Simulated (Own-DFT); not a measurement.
# What a defect does to the pressure of its cell: C40 NbSi2

The numbers are computed, not measured, by runs of the plane-wave DFT program Own-DFT (in-house, retired, unreviewed) at fixed positions, with no spin and no spin-orbit coupling.

Method: PBE; PseudoDojo norm-conserving scalar-relativistic files; cutoff 42 hartree; 4 x 4 x 5 k mesh centred on Gamma; cold (Marzari-Vanderbilt) smearing of 0.2 eV.

Limits: forces on such cells failed a check on a denser k mesh; stress not checked against mesh or cutoff.

All runs share one cell, with vectors in Å (0.000, 8.324, 0.000); (-9.613, 0.000, 0.000); (0.000, 0.000, 6.586) and a volume of 527.0 Å³. The atoms are randomly displaced, by u rms on each axis. The defect's site can differ from row to row.

| cell | formula | u (Å) | P (GPa) |
|---|---|---|---|
| no defect | Nb12Si24 | 0.0178 | 1.46 |
| no defect | Nb12Si24 | 0.0186 | 1.48 |
| no defect | Nb12Si24 | 0.0537 | 3.04 |
| two Nb on a Si site each | Nb14Si22 | 0.0281 | 7.55 |
| two Nb on a Si site each | Nb14Si22 | 0.0360 | ? |
| two Nb on a Si site each | Nb14Si22 | 0.0427 | 8.07 |
| two Nb on a Si site each | Nb14Si22 | 0.0489 | 8.00 |
| one Si vacancy | Nb12Si23 | 0.0317 | 1.21 |
| one Si vacancy | Nb12Si23 | 0.0345 | 1.05 |
| one Si vacancy | Nb12Si23 | 0.0511 | 2.10 |
| two Si on a Nb site each | Nb10Si26 | 0.0302 | 1.60 |
| two Si on a Nb site each | Nb10Si26 | 0.0319 | 1.76 |
| two Si on a Nb site each | Nb10Si26 | 0.0530 | 2.69 |
| two Nb vacancies | Nb10Si24 | 0.0290 | -0.14 |
| two Nb vacancies | Nb10Si24 | 0.0293 | -0.37 |
| two Nb vacancies | Nb10Si24 | 0.0531 | 1.03 |

## What the rows give

P = P0 + c u² + a shift for each defect gives P0 = 1.31 GPa, c = 577 ± 45 GPa/Å² and a scatter of 0.16 GPa. The shifts, and each times the cell's volume:

- two Nb on a Si site each: 5.60 ± 0.13 GPa, 18.4 eV (9.2 eV for each of its 2 sites)
- two Si on a Nb site each: -0.21 ± 0.13 GPa, -0.7 eV (-0.3 eV for each of its 2 sites) (not resolved)
- one Si vacancy: -0.78 ± 0.13 GPa, -2.6 eV
- two Nb vacancies: -2.01 ± 0.13 GPa, -6.6 eV (-3.3 eV for each of its 2 sites)

Against the defect-free cell, a freed cell would be larger where the shift is positive and smaller where it is negative (160.2 GPa Å³ is 1 eV). The atoms around the defects weren't relaxed, which would change these numbers.

## Withheld run

Q: what pressure belongs in the blank (two Nb on a Si site each, u = 0.0360 Å)?

From the fit: 7.66 ± 0.18 GPa. Computed: 7.90 GPa.
